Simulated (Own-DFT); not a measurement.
# One host, several defects: C11b WSi2

The numbers are computed, not measured, by runs of the plane-wave DFT program Own-DFT (in-house, retired, unreviewed) at fixed positions, with no spin and no spin-orbit coupling.

Common settings: PBEsol; PseudoDojo norm-conserving scalar-relativistic files, made for PBE; cutoff 50 hartree; 5 x 5 x 5 k mesh centred on Gamma; cold (Marzari-Vanderbilt) smearing of 0.2 eV.

Limits: forces on such cells failed a check on a denser k mesh; stress not checked against mesh or cutoff.

All runs share one cell, with vectors in Å (-2.148, -5.953, 3.409); (-6.444, 2.976, 1.136); (-2.553, -2.948, -6.757) and a volume of 403.2 Å³. The atoms are randomly displaced, by u rms on each axis. The defect's site can differ from row to row.

```
cell,formula,u (Å),P (GPa)
no defect,Si20W10,0.0191,0.44
no defect,Si20W10,0.0499,1.85
no defect,Si20W10,0.0510,1.67
one Si vacancy,Si19W10,0.0265,-0.57
one Si vacancy,Si19W10,0.0292,?
one Si vacancy,Si19W10,0.0510,0.88
one Si vacancy,Si19W10,0.0552,0.86
one W on a Si site,Si19W11,0.0284,5.52
one W on a Si site,Si19W11,0.0528,7.26
one W on a Si site,Si19W11,0.0553,7.05
one Si on a W site,Si21W9,0.0279,2.37
one Si on a W site,Si21W9,0.0439,2.86
one Si on a W site,Si21W9,0.0542,3.80
```

## Worked fit

P = P0 + c u² + a shift for each defect gives P0 = 0.11 GPa, c = 665 ± 56 GPa/Å² and a scatter of 0.19 GPa. The shifts, and each times the cell's volume:

- one W on a Si site: 5.02 ± 0.16 GPa, 12.6 eV
- one Si on a W site: 1.65 ± 0.16 GPa, 4.2 eV
- one Si vacancy: -1.13 ± 0.16 GPa, -2.8 eV

A positive shift means that the defect pushes the cell outwards. Shift times volume (160.2 GPa Å³ is 1 eV) depends little on the cell's size, so, taken for each site, it can be compared between cells at like pressure. The atoms around the defects weren't relaxed, which would change these numbers.

## Check

The question: what pressure belongs in the blank (one Si vacancy, u = 0.0292 Å)?

Estimate: -0.45 ± 0.23 GPa. The calculation gave -0.90 GPa.
